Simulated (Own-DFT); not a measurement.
# One cell, two functionals

These are calculations, not measurements. The program, named Own-DFT, is a retired in-house plane-wave density functional code that no person has reviewed. Each row is one single-point run on a periodic cell that was not relaxed, without spin or spin-orbit coupling.

Known limits, some of them of some rows only: not probed for a lower state with spin; forces on such cells failed a check on a denser k mesh; forces on such cells passed a denser k mesh, each cell not checked; stress not checked against mesh or cutoff.

Each cell was run twice at the same cutoff, k mesh and smearing, with PBE and with PBEsol, on PseudoDojo norm-conserving files made for PBE. Atoms were moved at random from their sites; u is the rms move along one axis. Files made for PBEsol would give a somewhat different change.

```
cell,atoms,volume (Å³/atom),u (Å),cutoff (hartree),P with PBE (GPa),P with PBEsol (GPa),change (GPa)
D0_22 TiAl3 (Al30Ti10),40,15.63,0.021,42,1.99,0.09,-1.90
D0_22 TiAl3 (Al30Ti10),40,15.63,0.020,42,1.98,0.08,-1.90
D0_22 TiAl3 (Al30Ti10),40,15.63,0.143,42,9.28,?,?
diamond-structure SiGe in clusters (Ge48Si16),64,21.97,0.032,42,3.42,0.71,-2.71
diamond-structure SiGe in clusters (Ge48Si16),64,21.97,0.064,42,3.97,1.26,-2.71
diamond-structure SiGe in clusters (Ge48Si16),64,21.97,0.063,42,4.06,1.34,-2.72
diamond-structure SiGe with randomly placed atoms (Ge48Si16),64,21.97,0.060,42,3.99,1.27,-2.72
diamond-structure SiGe with randomly placed atoms (Ge48Si16),64,21.97,0.029,42,3.34,0.63,-2.71
diamond-structure SiGe with randomly placed atoms (Ge48Si16),64,21.97,0.030,42,3.34,0.64,-2.71
wurtzite AlGaN with randomly placed atoms (Al9Ga27N36),72,10.56,0.045,42,20.25,14.89,-5.36
wurtzite AlGaN with randomly placed atoms (Al9Ga27N36),72,10.56,0.054,42,21.13,15.76,-5.37
wurtzite AlGaN with randomly placed atoms (Al9Ga27N36),72,11.17,0.029,42,6.14,1.25,-4.89
```

## Worked reading

Mean change of pressure by composition, in GPa: AlGa3N4, -5.21; Ge3Si, -2.71; Al3Ti, -1.90. At a fixed cell PBEsol gives the lower pressure, because it favours a smaller volume than PBE. Here the change varies more between materials than between cells of one material.

## Withheld value

Question: what PBEsol pressure should the Al30Ti10 cell with the blank give?

Adding the mean change of the cells with its composition, -1.90 GPa, to 9.28 gives 7.4 GPa. The calculation gave 7.38 GPa.
